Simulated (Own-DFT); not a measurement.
# Which defects push the lattice out? zincblende GaAs

No measurement is shown. These are fixed-geometry runs of a retired plane-wave code named Own-DFT, which no person has reviewed; spin and spin-orbit coupling are neglected.

Method: PBE; PseudoDojo norm-conserving scalar-relativistic files; cutoff 42 hartree; 3 x 3 x 3 k mesh centred on Gamma; Fermi-Dirac smearing of 0.1 eV.

Keep in mind (not all hold for every row): not probed for a lower state with spin; forces on such cells failed a check on a denser k mesh; forces not confirmed at this smearing and k mesh; forces on such cells passed a denser k mesh, each cell not checked; stress not checked against mesh or cutoff.

All runs share one cell, with vectors in Å (11.307, 0.000, 0.000); (0.000, 11.307, 0.000); (0.000, 0.000, 11.307) and a volume of 1445.4 Å³. u is the rms random offset of the atoms per axis. The defect's site can differ from row to row.

```
                    cell     formula   u (Å)  P (GPa)
               no defect    As32Ga32  0.0183     3.51
               no defect    As32Ga32  0.0191     3.50
               no defect    As32Ga32  0.0467     3.92
     one In on a Ga site  As32Ga31In  0.0299     4.31
     one In on a Ga site  As32Ga31In  0.0307     4.27
     one In on a Ga site  As32Ga31In  0.0511     4.75
two As on a Ga site each    As34Ga30  0.0253     4.73
two As on a Ga site each    As34Ga30  0.0298     4.80
two As on a Ga site each    As34Ga30  0.0305     4.77
     one P on an As site   As31Ga32P  0.0295     3.34
     one P on an As site   As31Ga32P  0.0309        ?
     one P on an As site   As31Ga32P  0.0310     3.42
     one P on an As site   As31Ga32P  0.0321     3.37
        two As vacancies    As30Ga32  0.0296     3.24
        two As vacancies    As30Ga32  0.0494     3.52
        two As vacancies    As30Ga32  0.0530     3.59
```

## What the rows give

P = P0 + c u² + a shift for each defect gives P0 = 3.43 GPa, c = 224 ± 16 GPa/Å² and a scatter of 0.04 GPa. The shifts, and each times the cell's volume:

- two As on a Ga site each: 1.16 ± 0.03 GPa, 10.4 eV (5.2 eV for each of its 2 sites)
- one In on a Ga site: 0.68 ± 0.03 GPa, 6.1 eV
- one P on an As site: -0.27 ± 0.03 GPa, -2.4 eV
- two As vacancies: -0.44 ± 0.04 GPa, -3.9 eV (-2.0 eV for each of its 2 sites)

A positive shift means that the defect pushes the cell outwards. Shift times volume (160.2 GPa Å³ is 1 eV) depends little on the cell's size, so, taken for each site, it can be compared between cells at like pressure. The atoms around the defects weren't relaxed, which would change these numbers.

## Test on the hidden row

Question: what pressure belongs in the blank (one P on an As site, u = 0.0309 Å)?

From the fit: 3.38 ± 0.05 GPa. Computed: 3.32 GPa.
